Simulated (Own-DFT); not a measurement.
# Bulk modulus against bond length in tetrahedral crystals

Source: density functional calculations with Own-DFT, an unreviewed in-house program that is no longer used. Nothing was measured or relaxed, and spin and spin-orbit coupling are left out.

Limits (not all hold for every row): forces on such cells moved up to 12 meV/angstrom on a denser k mesh; forces not confirmed at this smearing and k mesh; k mesh not checked against a denser one; forces on such cells passed a denser k mesh, each cell not checked; stress not checked against mesh or cutoff.

All runs are PBE with PseudoDojo norm-conserving files; cutoff and k mesh are each material's own. Every cell starts from measured lattice constants and was given uniform random strains and small random moves of its atoms. Each triple is the change of volume in per cent, the rms move u in Å and the pressure in GPa.

- 3C SiC (C48Si48), 10.36 Å³/atom unstrained: (-1.23, 0.050, 8.62); (-1.02, 0.052, 7.47); (-0.52, 0.048, 7.01); (-0.24, 0.054, 7.28); (0.92, 0.053, 4.06); (2.63, 0.049, -0.40); (3.58, 0.051, -1.80)
- wurtzite AlN (Al64N64), 10.45 Å³/atom unstrained: withheld
- wurtzite GaN (Ga36N36), 11.42 Å³/atom unstrained: (-2.91, 0.047, 14.15); (-1.62, 0.049, 11.15); (0.05, 0.048, 7.42); (0.89, 0.053, 6.47); (2.99, 0.050, 2.03); (3.31, 0.052, 1.62); (3.59, 0.045, 0.95)
- diamond silicon (Si64), 20.02 Å³/atom unstrained: (-1.96, 0.051, 4.67); (-1.73, 0.052, 4.28); (-1.63, 0.051, 4.39); (-0.75, 0.049, 3.33); (-0.43, 0.051, 3.33); (-0.23, 0.054, 3.10); (2.15, 0.053, 0.76)
- zincblende GaP (Ga32P32), 20.24 Å³/atom unstrained: (-2.69, 0.048, 6.12); (-0.45, 0.050, 3.84); (-0.07, 0.051, 3.28); (0.66, 0.052, 2.94); (2.00, 0.051, 1.77); (2.39, 0.047, 1.16); (2.56, 0.054, 1.51)
- grey tin (Sn64), 34.15 Å³/atom unstrained: (-2.67, 0.047, 5.14); (-1.61, 0.052, 4.58); (-1.09, 0.049, 4.26); (-0.72, 0.053, 4.13); (0.85, 0.049, 3.21); (1.17, 0.047, 3.14); (1.52, 0.053, 2.89)

## Analysis

Fit a line to each set against the fractional change of volume; B is minus its slope, and u is nearly the same within a set. To take it to zero pressure, assume that B rises by 4 GPa for each GPa: B0 = B - 4 x (mean pressure). The bond length of an ideal tetrahedral crystal with the unstrained volume v is d = (√3/4)(8 v)^(1/3). Cohen's empirical rule reads B0 = (1971 - 220 L) d^(-3.5) GPa, with L = 0 for group IV crystals and SiC and 1 for III-V compounds.

| material | L | d (Å) | B (GPa) | mean P (GPa) | B0 (GPa) | rule (GPa) |
|---|---|---|---|---|---|---|
| 3C SiC (C48Si48) | 0 | 1.888 | 220 ± 12 | 4.6 | 202 ± 12 | 213 |
| wurtzite AlN (Al64N64) | 1 | 1.893 | ? | ? | ? | 188 |
| wurtzite GaN (Ga36N36) | 1 | 1.950 | 199 ± 5 | 6.3 | 174 ± 5 | 169 |
| diamond silicon (Si64) | 0 | 2.352 | 93 ± 4 | 3.4 | 80 ± 4 | 99 |
| zincblende GaP (Ga32P32) | 1 | 2.360 | 90 ± 5 | 2.9 | 78 ± 5 | 87 |
| grey tin (Sn64) | 0 | 2.810 | 54 ± 1 | 3.9 | 38 ± 1 | 53 |

A line through ln[B0/(1971 - 220 L)] against ln d has a slope of -4.3 ± 0.2 and a scatter of 7 %. Against the rule, B0 stands at 95 % for 3C SiC, 103 % for wurtzite GaN, 81 % for diamond silicon, 90 % for zincblende GaP, 71 % for grey tin. PBE tends to make silicon and heavier crystals too soft, and the rule itself is only a guide.

## Test on the hidden row

The question: what B0 does the fitted trend give for wurtzite AlN (Al64N64)?

Estimate: 188 GPa. Its own runs give B = 212 ± 9 GPa at a mean pressure of 5.4 GPa, so B0 = 190 GPa.
